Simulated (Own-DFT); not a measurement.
# Response to strain: grey tin, 32 atoms (Sn32)

Calculated results; nothing here was measured. The program, named Own-DFT, is a retired in-house plane-wave density functional code that no person has reviewed. Each row is one single-point run on a periodic cell that was not relaxed, without spin or spin-orbit coupling.

Settings of every run: PBE; PseudoDojo norm-conserving scalar-relativistic files; cutoff 42 hartree; 3 x 3 x 5 k mesh centred on Gamma; cold (Marzari-Vanderbilt) smearing of 0.2 eV.

Known limits: forces on such cells failed a check on a denser k mesh; stress not checked against mesh or cutoff.

Unstrained cell vectors in Å: (12.978, 0.000, 0.000); (0.000, 12.978, 0.000); (0.000, 0.000, 6.489). The unstrained cell has measured lattice constants (interpolated for alloys), not those of this functional. That, the random moves and any unrelaxed bonds set the pressure at no strain. Each run strains this cell uniformly, with the atoms carried along. Every atom was also moved at random, by a Gaussian of width 0.05 Å on each axis. Strain is the symmetric tensor, in per cent. Stress is positive in tension, and the pressure is minus a third of its trace.

```
run,e_xx (%),e_yy (%),e_zz (%),e_yz (%),e_xz (%),e_xy (%),s_xx (GPa),s_yy (GPa),s_zz (GPa),s_yz (GPa),s_xz (GPa),s_xy (GPa),P (GPa),E (meV/atom)
1,0.16,-0.07,0.24,-1.80,1.74,-0.90,-3.64,-3.61,-3.58,-2.13,1.38,-0.78,3.61,25.9
2,-1.90,-1.90,-0.26,0.67,-1.45,1.07,-6.36,-6.30,-5.81,0.07,-1.80,2.36,6.15,73.0
3,-1.67,1.89,-0.81,1.51,-1.36,-0.36,-4.58,-3.40,-4.27,1.80,-0.84,-0.57,4.08,34.5
4,-1.30,-0.11,-0.60,1.81,-0.87,1.08,-5.12,-4.88,-5.01,2.62,-1.74,1.13,5.00,56.5
5,-1.93,0.84,0.06,0.67,1.16,1.88,-4.68,-3.98,-4.21,-0.32,1.62,1.79,4.29,37.3
6,1.08,0.03,-0.62,-0.02,-1.38,-0.44,-3.10,-3.40,-3.65,0.55,-1.88,0.29,3.38,13.8
7,1.11,1.95,-0.55,-1.84,0.29,-1.17,-2.37,-2.21,-2.82,-1.19,0.46,-0.82,2.47,8.5
8,-0.95,-1.89,0.31,-1.80,1.31,-1.08,-5.20,-5.36,-4.78,-1.83,2.16,-0.75,5.11,46.5
9,1.69,1.31,-0.34,1.65,-1.03,-0.08,-2.24,-2.41,-2.77,2.46,-0.38,0.08,2.47,11.3
10,-1.40,0.00,0.11,1.88,-1.46,-1.91,-4.90,-4.44,-4.48,1.80,-1.18,-2.37,4.60,50.7
11,1.82,-0.54,0.38,1.37,1.55,0.95,-2.75,-3.33,-3.09,1.72,1.12,1.26,3.05,27.1
12,-1.30,1.87,-0.99,1.37,0.67,0.18,-4.24,-3.27,-4.24,1.52,1.39,0.54,3.91,26.1
13,1.59,0.11,1.78,-1.06,-1.19,-0.73,-1.92,-2.28,-1.86,-1.34,-1.41,-0.95,2.02,0.0
14,1.02,-0.19,1.23,-1.40,-0.90,1.73,-2.69,-3.02,-2.56,-1.71,-0.93,1.49,2.76,13.7
15,-0.89,1.02,-1.06,0.23,0.87,-1.87,-4.43,-3.82,-4.43,1.06,1.34,-2.12,4.23,32.4
16,-1.49,1.19,-0.73,-0.89,0.16,0.90,-4.74,-3.90,-4.42,-1.60,-0.50,0.38,4.35,44.5
17,-1.28,0.77,1.10,-0.75,-1.65,0.65,-3.68,-3.13,-2.99,-0.51,-1.29,0.75,3.27,7.1
18,-1.21,1.11,-1.39,1.59,1.01,-1.74,?,?,?,?,?,?,?,?
```

E is the free energy for each atom above the lowest run shown.

## Worked fit

Each stress component was fitted by least squares to a constant and the strains of the runs shown, as fractions, with shears doubled. Shear strains stay in the fit of a normal stress only where such slopes are resolved. The slopes, in GPa:

```
stress,at no strain,per e_xx,per e_yy,per e_zz,scatter
s_xx,-3.8,70 ± 2,49 ± 3,46 ± 4,0.12
s_yy,-3.8,41 ± 2,76 ± 3,46 ± 4,0.12
s_zz,-3.8,43 ± 2,48 ± 2,75 ± 4,0.10
```

Each shear stress against twice its own strain: yz 54 ± 5, xz 55 ± 6, xy 55 ± 5 GPa. These are stiffnesses along x, y and z of the frame in which the cell vectors are given, which need not be the crystal's axes. The atoms are held to the strained lattice; where symmetry lets them move under strain, relaxing them would lower some slopes. The table should be nearly symmetric about its diagonal, and what it lacks of that shows the noise. A ninth of its sum, 55 ± 1 GPa, estimates the bulk modulus near the mean pressure of these runs, 3.8 GPa, so it lies above the value at zero pressure.

## Withheld run

Question: what normal stresses and pressure should run 18 give?

The fit gives s_xx = -4.8, s_yy = -4.1, s_zz = -4.8 and P = 4.6 GPa. The calculation gave -4.79, -4.07, -4.80 and P = 4.55 GPa.
